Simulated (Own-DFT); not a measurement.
# What random displacements cost in monoclinic HfO2, 96 atoms (Hf32O64)

These are calculations, not measurements. They come from Own-DFT, an in-house plane-wave density functional program, since retired, whose code no person has reviewed. Each row is one single-point run on a periodic cell that was not relaxed, without spin or spin-orbit coupling.

Settings of every run: PBE; PseudoDojo norm-conserving scalar-relativistic files; cutoff 72 hartree; 2 x 2 x 2 k mesh centred on Gamma; Fermi-Dirac smearing of 0.1 eV.

Known limits, some of them of some rows only: some atoms lie very close together; hafnium file: forces about 75 meV/angstrom off all-electron values; oxygen file: force components 24 meV/angstrom off all-electron in a glass; forces on such cells passed a denser k mesh, each cell not checked; stress not checked against mesh or cutoff.

Cell vectors in Å: (10.234, 0.000, 0.000); (0.000, 10.350, 0.000); (-1.696, 0.000, 10.445). In each run every atom was moved at random and independently from its ideal site; u is the rms move along one axis. E is the free energy for each atom above the fitted value at u = 0, and F the rms of the force components.

```
run   u (Å)  E (meV/atom)  F (eV/Å)  largest force (eV/Å)  P (GPa)
  1  0.0197          10.4     0.428                  1.59     4.03
  2  0.0200          10.4     0.422                  1.74     4.12
  3  0.0496             ?         ?                     ?        ?
  4  0.0515          76.3     1.250                  6.06     6.40
  5  0.0761         170.1     2.162                 15.61    10.54
  6  0.0777         140.8     1.665                  6.89     9.33
  7  0.0813         177.9     2.008                  9.11     9.76
  8  0.1222         382.5     3.081                 14.19    17.10
  9  0.1545         648.3     4.527                 24.67    23.31
```

## Worked fit

For small independent moves the energy grows as E = (3/2) K u², with K the mean stiffness felt by one atom. The runs with u up to 0.11 Å give K = 18.0 ± 0.9 eV/Å², with residuals divided by u² + 0.0006 Å², since the noise grows with the moves. The scatter is 6.5 meV/atom at u = 0.05 Å. The forces follow F = G u with G = 23.8 eV/Å²; no force at u = 0 is resolved. G exceeds K because the moves of its neighbours add to the force on an atom, and stiffness differs between atoms. At u = 0.155 Å the parabola gives 644 meV/atom and the run 648. The pressure follows P = 3.74 + 993 u² GPa: at fixed volume, shortened bonds push harder than stretched ones pull.

## Withheld run

Question: what energy and rms force should run 3 give?

The fit gives 66 ± 7 meV/atom and about 1.18 eV/Å. The calculation gave 66.5 meV/atom and 1.167 eV/Å.
